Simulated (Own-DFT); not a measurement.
# Same atoms, different arrangement: C16Si16, 32 atoms

The numbers are computed, not measured, by runs of the plane-wave DFT program Own-DFT (in-house, retired, unreviewed) at fixed positions, with no spin and no spin-orbit coupling.

All runs used: PBE; PseudoDojo norm-conserving scalar-relativistic files; cutoff 42 hartree; 5 x 5 x 3 k mesh centred on Gamma; Fermi-Dirac smearing of 0.1 eV.

Caveats: forces on such cells passed a denser k mesh, each cell not checked; stress not checked against mesh or cutoff.

All cells hold the same atoms in the same cell, with vectors in Å (6.165, 0.000, 0.000); (-3.083, 5.339, 0.000); (0.000, 0.000, 10.068). Atoms are randomly off their ideal sites, by an rms of u per axis. E is the free energy of the whole cell, counted from the lowest run. The arrangements:

- A: 2H SiC
- B: 4H SiC

| arrangement | u (Å) | E (eV) | P (GPa) |
|---|---|---|---|
| A | 0.0262 | 0.000 | 3.75 |
| A | 0.0294 | 0.106 | 3.83 |
| A | 0.0314 | 0.291 | 3.85 |
| A | 0.0577 | 3.111 | 6.21 |
| A | 0.0579 | 2.820 | 5.69 |
| A | 0.0580 | 3.165 | 6.26 |
| B | 0.0305 | 0.063 | 3.82 |
| B | 0.0313 | 0.152 | 3.73 |
| B | 0.0323 | 0.182 | 3.74 |
| B | 0.0578 | 2.915 | 5.99 |
| B | 0.0580 | 2.505 | 5.45 |
| B | 0.0622 | 3.104 | 5.67 |

Asked: how far apart are the arrangements at u = 0?

## Working it out

Fit E = a + b u², with one b for all and one a for each arrangement, and with residuals divided by u², since the noise grows with the moves. Then b = 1108 eV/Å², the scatter at u = 0.04 Å is 0.09 eV, and against A:

- B: -0.17 ± 0.04 eV (lower)

The cells share one lattice and weren't relaxed, which can shift such small differences either way.
